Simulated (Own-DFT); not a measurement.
# What a defect does to the pressure of its cell: wurtzite GaN

The numbers are computed, not measured, by runs of the plane-wave DFT program Own-DFT (in-house, retired, unreviewed) at fixed positions, with no spin and no spin-orbit coupling.

All runs used: PBE; PseudoDojo norm-conserving scalar-relativistic files; cutoff 42 hartree; 4 x 4 x 3 k mesh centred on Gamma; Fermi-Dirac smearing of 0.1 eV.

Limits (not all hold for every row): not probed for a lower state with spin; forces not confirmed at this smearing and k mesh; stress not checked against mesh or cutoff.

All runs share one cell, with vectors in Å (9.567, 0.000, 0.000); (-4.784, 8.285, 0.000); (0.000, 0.000, 10.370) and a volume of 822.0 Å³. The atoms are randomly displaced, by u rms on each axis. The defect's site can differ from row to row.

```
               cell  formula   u (Å)  P (GPa)
          no defect  Ga36N36  0.0203     5.96
          no defect  Ga36N36  0.0492     7.56
          no defect  Ga36N36  0.0537     7.90
one Ga on an N site  Ga37N35  0.0273    12.16
one Ga on an N site  Ga37N35  0.0296    11.88
one Ga on an N site  Ga37N35  0.0514    12.93
 one N on a Ga site  Ga35N37  0.0289     5.60
 one N on a Ga site  Ga35N37  0.0303     5.52
 one N on a Ga site  Ga35N37  0.0478        ?
 one N on a Ga site  Ga35N37  0.0491     6.59
```

## Working it out

P = P0 + c u² + a shift for each defect gives P0 = 5.86 GPa, c = 668 ± 73 GPa/Å² and a scatter of 0.20 GPa. The shifts, and each times the cell's volume:

- one Ga on an N site: 5.51 ± 0.16 GPa, 28.3 eV
- one N on a Ga site: -0.89 ± 0.16 GPa, -4.5 eV

A positive shift means that the defect pushes the cell outwards. Shift times volume (160.2 GPa Å³ is 1 eV) depends little on the cell's size, so, taken for each site, it can be compared between cells at like pressure. The atoms around the defects weren't relaxed, which would change these numbers.

## Test on the hidden row

Question: what pressure belongs in the blank (one N on a Ga site, u = 0.0478 Å)?

Estimate: 6.50 ± 0.24 GPa. DFT gave 6.88 GPa.
